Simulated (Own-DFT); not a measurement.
# Response to strain: bcc W, 16 atoms (W16)

Calculated results; nothing here was measured. The program, named Own-DFT, is a retired in-house plane-wave density functional code that no person has reviewed. Each row is one single-point run on a periodic cell that was not relaxed, without spin or spin-orbit coupling.

Settings of every run: PBE; PseudoDojo norm-conserving scalar-relativistic files; cutoff 50 hartree; 5 x 5 x 5 k mesh centred on Gamma; cold (Marzari-Vanderbilt) smearing of 0.2 eV.

Known limits: forces on such cells failed a check on a denser k mesh; stress not checked against mesh or cutoff.

Unstrained cell vectors in Å: (6.330, 0.000, 0.000); (0.000, 6.330, 0.000); (0.000, 0.000, 6.330). The unstrained cell has measured lattice constants (interpolated for alloys), not those of this functional. That, the random moves and any unrelaxed bonds set the pressure at no strain. Each run strains this cell uniformly, with the atoms carried along. Every atom was also moved at random, by a Gaussian of width 0.05 Å on each axis. Strain is the symmetric tensor, in per cent. Stress is positive in tension, and the pressure is minus a third of its trace.

| run | e_xx (%) | e_yy (%) | e_zz (%) | e_yz (%) | e_xz (%) | e_xy (%) | s_xx (GPa) | s_yy (GPa) | s_zz (GPa) | s_yz (GPa) | s_xz (GPa) | s_xy (GPa) | P (GPa) | E (meV/atom) |
|---|---|---|---|---|---|---|---|---|---|---|---|---|---|---|
| 1 | -0.18 | -0.85 | 0.38 | 1.29 | 1.17 | -1.88 | -11.05 | -13.41 | -9.40 | 4.58 | 4.32 | -6.08 | 11.28 | 62.6 |
| 2 | 0.45 | -0.98 | -1.51 | 0.03 | 0.99 | -0.73 | -10.32 | -15.15 | -17.12 | 0.38 | 3.67 | -2.41 | 14.20 | 23.2 |
| 3 | -1.34 | 1.52 | -1.64 | -0.50 | 1.31 | -0.05 | -15.66 | -6.35 | -16.55 | -1.80 | 4.17 | 0.10 | 12.85 | 29.8 |
| 4 | -1.06 | 0.40 | 1.90 | 0.33 | -0.12 | -1.76 | -8.17 | -3.52 | 0.86 | 0.88 | -0.24 | -5.03 | 3.61 | 0.0 |
| 5 | -1.39 | 0.03 | -0.21 | -0.85 | -0.45 | 1.91 | -16.30 | -11.45 | -12.06 | -2.67 | -1.06 | 6.27 | 13.27 | 35.7 |
| 6 | 1.16 | 0.97 | 0.75 | -1.11 | 1.25 | -1.84 | -0.11 | 0.33 | -0.65 | -2.69 | 3.01 | -4.92 | 0.14 | 47.2 |
| 7 | -0.98 | 0.51 | 1.30 | -0.70 | 2.00 | 1.20 | -9.42 | -4.39 | -2.15 | -2.74 | 5.81 | 3.66 | 5.32 | 18.8 |
| 8 | -0.96 | -1.55 | 0.06 | 0.68 | -0.23 | -0.31 | -17.08 | -18.93 | -13.13 | 2.14 | -0.79 | -0.84 | 16.38 | 49.9 |
| 9 | 0.30 | -0.58 | -0.94 | 1.08 | 0.23 | -1.95 | -9.46 | -12.43 | -13.63 | 3.48 | 1.14 | -6.32 | 11.84 | 26.3 |
| 10 | -1.54 | -0.97 | -1.20 | -0.36 | 1.62 | 0.48 | -21.67 | -19.66 | -20.69 | -1.32 | 5.79 | 1.88 | 20.67 | 53.1 |
| 11 | -0.64 | 0.19 | 1.87 | 0.51 | -0.88 | -0.76 | -6.18 | -4.21 | 1.58 | 1.36 | -2.58 | -2.25 | 2.94 | 4.9 |
| 12 | 0.10 | 1.86 | 0.12 | 1.73 | -0.02 | 0.79 | -3.77 | 2.25 | -2.91 | 5.02 | -0.48 | 2.33 | 1.48 | 16.8 |
| 13 | 0.78 | 1.92 | 1.59 | -0.70 | -0.43 | 1.73 | 2.84 | 6.33 | 5.25 | -1.71 | -0.76 | 4.59 | -4.81 | 24.8 |
| 14 | -1.63 | -1.68 | 0.55 | -1.34 | 0.95 | -1.49 | -20.56 | -21.73 | -14.25 | -4.29 | 3.01 | -4.38 | 18.85 | 97.8 |
| 15 | 1.24 | -1.27 | -1.42 | -0.18 | 0.55 | 1.86 | ? | ? | ? | ? | ? | ? | ? | ? |

E is the free energy for each atom above the lowest run shown.

## Worked fit

Each stress component was fitted by least squares to a constant and the strains of the runs shown, as fractions, with shears doubled. Shear strains stay in the fit of a normal stress only where such slopes are resolved. The slopes, in GPa:

```
stress,at no strain,per e_xx,per e_yy,per e_zz,scatter
s_xx,-8.5,519 ± 29,220 ± 23,214 ± 21,0.90
s_yy,-8.5,209 ± 27,559 ± 21,203 ± 20,0.84
s_zz,-8.5,205 ± 26,234 ± 21,527 ± 19,0.81
```

Each shear stress against twice its own strain: yz 149 ± 5, xz 150 ± 10, xy 147 ± 5 GPa. These are stiffnesses along x, y and z of the frame in which the cell vectors are given, which need not be the crystal's axes. The atoms are held to the strained lattice; where symmetry lets them move under strain, relaxing them would lower some slopes. The table should be nearly symmetric about its diagonal, and what it lacks of that shows the noise. A ninth of its sum, 321 ± 9 GPa, estimates the bulk modulus near the mean pressure of these runs, 9.1 GPa, so it lies above the value at zero pressure.

## Withheld run

Question: what normal stresses and pressure should run 15 give?

The fit gives s_xx = -7.9, s_yy = -15.9, s_zz = -16.4 and P = 13.4 GPa. The calculation gave -7.74, -16.45, -16.35 and P = 13.51 GPa.
